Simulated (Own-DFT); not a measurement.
# Strain and stress in wurtzite AlN, 128 atoms (Al64N64)

These are calculations, not measurements. They come from Own-DFT, an in-house plane-wave density functional program, since retired, whose code no person has reviewed. Each row is one single-point run on a periodic cell that was not relaxed, without spin or spin-orbit coupling.

Settings of every run: PBE; PseudoDojo norm-conserving scalar-relativistic files; cutoff 42 hartree; 2 x 2 x 2 k mesh centred on Gamma; Fermi-Dirac smearing of 0.1 eV.

Known limits: forces on such cells passed a denser k mesh, each cell not checked; stress not checked against mesh or cutoff.

Unstrained cell vectors in Å: (12.448, 0.000, 0.000); (-6.224, 10.780, 0.000); (0.000, 0.000, 9.964). The unstrained cell has measured lattice constants (interpolated for alloys), not those of this functional. That, the random moves and any unrelaxed bonds set the pressure at no strain. Each run strains this cell uniformly, with the atoms carried along. Every atom was also moved at random, by a Gaussian of width 0.05 Å on each axis. Strain is the symmetric tensor, in per cent. Stress is positive in tension, and the pressure is minus a third of its trace.

| run | e_xx (%) | e_yy (%) | e_zz (%) | e_yz (%) | e_xz (%) | e_xy (%) | s_xx (GPa) | s_yy (GPa) | s_zz (GPa) | s_yz (GPa) | s_xz (GPa) | s_xy (GPa) | P (GPa) | E (meV/atom) |
|---|---|---|---|---|---|---|---|---|---|---|---|---|---|---|
| 1 | 0.72 | -0.24 | 0.54 | 0.71 | 1.48 | -1.90 | -2.40 | -5.36 | -3.32 | 1.92 | 4.20 | -5.33 | 3.69 | 12.1 |
| 2 | -0.83 | 1.34 | 0.83 | 0.19 | 1.69 | 1.20 | -7.22 | 0.69 | -2.66 | 0.43 | 4.80 | 5.30 | 3.06 | 1.3 |
| 3 | -1.52 | 0.52 | 0.33 | -0.91 | -1.13 | 1.15 | -11.92 | -5.20 | -4.67 | -3.25 | -2.91 | 3.48 | 7.26 | 13.8 |
| 4 | 1.21 | -0.69 | -0.14 | -1.14 | 1.27 | -0.88 | -2.75 | -9.21 | -3.36 | -3.14 | 3.30 | -3.03 | 5.11 | 17.0 |
| 5 | 1.32 | -0.62 | -1.71 | 1.95 | -1.68 | 1.18 | -0.98 | -10.36 | -15.73 | 5.44 | -4.63 | 6.06 | 9.02 | 53.2 |
| 6 | -1.08 | -1.34 | 0.03 | 0.36 | -1.82 | 0.72 | -13.44 | -12.87 | -6.13 | 1.20 | -4.83 | 3.16 | 10.81 | 13.2 |
| 7 | 1.46 | -0.91 | 1.49 | -1.46 | 0.99 | -0.68 | -0.60 | -6.86 | 1.48 | -3.74 | 2.56 | -1.71 | 1.99 | 10.6 |
| 8 | 0.18 | -0.93 | 0.33 | -1.06 | 0.61 | -0.90 | -7.03 | -9.15 | -4.10 | -2.98 | 1.65 | -3.76 | 6.76 | 8.3 |
| 9 | 1.06 | 0.15 | 1.56 | -1.49 | -0.66 | 0.98 | -1.49 | -2.98 | 2.90 | -4.28 | -1.99 | 2.55 | 0.52 | 11.8 |
| 10 | -0.87 | -1.93 | -1.63 | -1.19 | 0.11 | 1.77 | -11.74 | -18.71 | -17.81 | -3.11 | -0.10 | 5.71 | 16.09 | 45.3 |
| 11 | 0.81 | 1.40 | -0.10 | -1.28 | -1.94 | -1.43 | -0.16 | 0.77 | -3.79 | -3.40 | -4.58 | -5.25 | 1.06 | 0.0 |
| 12 | -1.43 | -0.54 | -0.18 | -0.13 | -0.77 | 0.30 | -13.61 | -9.02 | -9.28 | -0.78 | -1.17 | 0.37 | 10.64 | 20.5 |
| 13 | -0.66 | -0.32 | 1.12 | 0.34 | 1.72 | -0.68 | -9.33 | -7.08 | -1.79 | 1.22 | 5.04 | -4.33 | 6.06 | 21.0 |
| 14 | -1.13 | 1.20 | 1.39 | -0.16 | -0.85 | 1.35 | -9.11 | -1.04 | 1.35 | -0.25 | -2.03 | 4.48 | 2.94 | 6.1 |
| 15 | 1.86 | -1.27 | -1.96 | 2.00 | -1.01 | 1.20 | ? | ? | ? | ? | ? | ? | ? | ? |

E is the free energy for each atom above the lowest run shown.

## Worked fit

Each stress component was fitted by least squares to a constant and the strains of the runs shown, as fractions, with shears doubled. Shear strains stay in the fit of a normal stress only where such slopes are resolved. The slopes, in GPa:

| stress | at no strain | per e_xx | per e_yy | per e_zz | scatter |
|---|---|---|---|---|---|
| s_xx | -6.0 | 439 ± 15 | 160 ± 19 | -11 ± 19 | 0.62 |
| s_yy | -6.3 | 85 ± 18 | 445 ± 22 | 138 ± 22 | 0.73 |
| s_zz | -6.0 | 93 ± 35 | 72 ± 43 | 529 ± 43 | 1.41 |

Each shear stress against twice its own strain: yz 141 ± 5, xz 131 ± 3, xy 184 ± 14 GPa. These are stiffnesses along x, y and z of the frame in which the cell vectors are given, which need not be the crystal's axes. The atoms are held to the strained lattice; where symmetry lets them move under strain, relaxing them would lower some slopes. The table should be nearly symmetric about its diagonal, and what it lacks of that shows the noise. A ninth of its sum, 217 ± 5 GPa, estimates the bulk modulus near the mean pressure of these runs, 6.1 GPa, so it lies above the value at zero pressure.

## Withheld run

Question: what normal stresses and pressure should run 15 give?

The fit gives s_xx = 0.4, s_yy = -13.0, s_zz = -15.5 and P = 9.4 GPa. The calculation gave -0.34, -11.14, -15.22 and P = 8.90 GPa.
